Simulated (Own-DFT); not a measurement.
# Response to strain: bcc W, 16 atoms (W16)

Calculated results; nothing here was measured. The program, named Own-DFT, is a retired in-house plane-wave density functional code that no person has reviewed. Each row is one single-point run on a periodic cell that was not relaxed, without spin or spin-orbit coupling.

Settings of every run: PBE; PseudoDojo norm-conserving scalar-relativistic files; cutoff 50 hartree; 5 x 5 x 5 k mesh centred on Gamma; cold (Marzari-Vanderbilt) smearing of 0.2 eV.

Known limits: forces on such cells failed a check on a denser k mesh; stress not checked against mesh or cutoff.

Unstrained cell vectors in Å: (6.330, 0.000, 0.000); (0.000, 6.330, 0.000); (0.000, 0.000, 6.330). The unstrained cell has measured lattice constants (interpolated for alloys), not those of this functional. That, the random moves and any unrelaxed bonds set the pressure at no strain. Each run strains this cell uniformly, with the atoms carried along. Every atom was also moved at random, by a Gaussian of width 0.05 Å on each axis. Strain is the symmetric tensor, in per cent. Stress is positive in tension, and the pressure is minus a third of its trace.

| run | e_xx (%) | e_yy (%) | e_zz (%) | e_yz (%) | e_xz (%) | e_xy (%) | s_xx (GPa) | s_yy (GPa) | s_zz (GPa) | s_yz (GPa) | s_xz (GPa) | s_xy (GPa) | P (GPa) | E (meV/atom) |
|---|---|---|---|---|---|---|---|---|---|---|---|---|---|---|
| 1 | -0.06 | 0.55 | -0.97 | 1.24 | -0.83 | -1.39 | -9.63 | -7.56 | -12.39 | 3.76 | -2.04 | -4.70 | 9.86 | 37.6 |
| 2 | -0.81 | -0.32 | 1.36 | -0.96 | -0.21 | 1.10 | -9.38 | -7.62 | -2.52 | -2.79 | -0.30 | 3.34 | 6.51 | 0.0 |
| 3 | -1.38 | 0.97 | -1.21 | -1.09 | 1.32 | 1.03 | -16.32 | -8.94 | -15.86 | -3.97 | 4.44 | 3.34 | 13.71 | 46.7 |
| 4 | 0.50 | -0.70 | -1.15 | 1.68 | -0.74 | -1.26 | -9.22 | -13.06 | -14.80 | 5.43 | -2.06 | -4.06 | 12.36 | 31.6 |
| 5 | -0.88 | -0.56 | -1.47 | -0.77 | 0.66 | 1.51 | -18.27 | -16.62 | -19.97 | -3.15 | 2.72 | 5.67 | 18.29 | 58.8 |
| 6 | -0.20 | -0.36 | -1.89 | 0.13 | 1.83 | -0.29 | -13.77 | -14.80 | -20.06 | 0.63 | 6.30 | -1.12 | 16.21 | 35.8 |
| 7 | 0.29 | 1.24 | -0.29 | -1.78 | 1.44 | 1.05 | -5.17 | -3.16 | -6.44 | -5.32 | 4.34 | 3.70 | 4.92 | 37.8 |
| 8 | 0.68 | -0.94 | 1.08 | -0.77 | -0.18 | 0.58 | -4.44 | -8.62 | -2.67 | -2.12 | -0.46 | 1.83 | 5.25 | 15.6 |
| 9 | 1.67 | 1.89 | -0.58 | 0.08 | 1.20 | -0.46 | 3.74 | 4.52 | -3.33 | 0.67 | 3.47 | -1.73 | -1.64 | 1.4 |
| 10 | -1.63 | 1.22 | -0.66 | -1.95 | -1.75 | -0.65 | -16.05 | -6.69 | -12.09 | -6.71 | -5.75 | -2.75 | 11.61 | 39.2 |
| 11 | -0.60 | -0.52 | -1.00 | -0.29 | 1.50 | -0.12 | -14.21 | -14.53 | -15.37 | -0.89 | 5.15 | -0.39 | 14.70 | 26.8 |
| 12 | 0.00 | 0.91 | 1.83 | 1.66 | 1.79 | 0.56 | -3.31 | 0.53 | 2.15 | 4.60 | 4.80 | 1.24 | 0.21 | 39.7 |
| 13 | -1.33 | -0.04 | -1.30 | 0.03 | 1.93 | -1.20 | -19.68 | -15.58 | -19.47 | 1.21 | 6.62 | -4.21 | 18.24 | 81.1 |
| 14 | -1.37 | -1.53 | -1.28 | 0.79 | 0.15 | 1.87 | -22.79 | -23.46 | -22.61 | 2.77 | 0.47 | 6.36 | 22.95 | 80.1 |
| 15 | -0.47 | 0.65 | -1.54 | -1.18 | 0.32 | -0.21 | ? | ? | ? | ? | ? | ? | ? | ? |

E is the free energy for each atom above the lowest run shown.

## Worked fit

Each stress component was fitted by least squares to a constant and the strains of the runs shown, as fractions, with shears doubled. Shear strains stay in the fit of a normal stress only where such slopes are resolved. The slopes, in GPa:

| stress | at no strain | per e_xx | per e_yy | per e_zz | scatter |
|---|---|---|---|---|---|
| s_xx | -8.4 | 561 ± 23 | 211 ± 22 | 217 ± 19 | 0.75 |
| s_yy | -8.2 | 240 ± 23 | 521 ± 22 | 245 ± 19 | 0.75 |
| s_zz | -8.3 | 232 ± 25 | 225 ± 23 | 543 ± 20 | 0.81 |

Each shear stress against twice its own strain: yz 150 ± 8, xz 159 ± 5, xy 174 ± 4 GPa. These are stiffnesses along x, y and z of the frame in which the cell vectors are given, which need not be the crystal's axes. The atoms are held to the strained lattice; where symmetry lets them move under strain, relaxing them would lower some slopes. The table should be nearly symmetric about its diagonal, and what it lacks of that shows the noise. A ninth of its sum, 333 ± 9 GPa, estimates the bulk modulus near the mean pressure of these runs, 10.9 GPa, so it lies above the value at zero pressure.

## Withheld run

Question: what normal stresses and pressure should run 15 give?

The fit gives s_xx = -13.0, s_yy = -9.7, s_zz = -16.3 and P = 13.0 GPa. The calculation gave -12.45, -8.81, -16.52 and P = 12.60 GPa.
